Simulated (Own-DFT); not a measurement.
# Point defects and the pressure they add: wurtzite GaN

Everything here is calculated. The program is Own-DFT (plane waves, in-house, since retired, never reviewed by a person); positions were held fixed, and spin and spin-orbit coupling were off.

Settings: PBE; PseudoDojo norm-conserving scalar-relativistic files; cutoff 42 hartree; 4 x 4 x 3 k mesh centred on Gamma; Fermi-Dirac smearing of 0.1 eV.

Known weak points (not all hold for every row): not probed for a lower state with spin; forces not confirmed at this smearing and k mesh; stress not checked against mesh or cutoff.

All runs share one cell, with vectors in Å (9.567, 0.000, 0.000); (-4.784, 8.285, 0.000); (0.000, 0.000, 10.370) and a volume of 822.0 Å³. Atoms were moved at random from their sites; u is the rms move along one axis. The defect's site can differ from row to row.

| cell | formula | u (Å) | P (GPa) |
|---|---|---|---|
| no defect | Ga36N36 | 0.0196 | 5.95 |
| no defect | Ga36N36 | 0.0201 | 5.95 |
| no defect | Ga36N36 | 0.0524 | 7.75 |
| one N on a Ga site | Ga35N37 | 0.0271 | 5.31 |
| one N on a Ga site | Ga35N37 | 0.0287 | 5.45 |
| one N on a Ga site | Ga35N37 | 0.0501 | 6.69 |
| one Ga on an N site | Ga37N35 | 0.0293 | ? |
| one Ga on an N site | Ga37N35 | 0.0294 | 12.11 |
| one Ga on an N site | Ga37N35 | 0.0507 | 13.50 |
| one Ga on an N site | Ga37N35 | 0.0513 | 13.21 |

## What the rows give

P = P0 + c u² + a shift for each defect gives P0 = 5.66 GPa, c = 749 ± 40 GPa/Å² and a scatter of 0.11 GPa. The shifts, and each times the cell's volume:

- one Ga on an N site: 5.77 ± 0.10 GPa, 29.6 eV
- one N on a Ga site: -0.86 ± 0.09 GPa, -4.4 eV

A positive shift means that the defect pushes the cell outwards. Shift times volume (160.2 GPa Å³ is 1 eV) depends little on the cell's size, so, taken for each site, it can be compared between cells at like pressure. The atoms around the defects weren't relaxed, which would change these numbers.

## Withheld run

Asked: what pressure belongs in the blank (one Ga on an N site, u = 0.0293 Å)?

From the fit: 12.07 ± 0.14 GPa. The hidden result is 12.17 GPa.
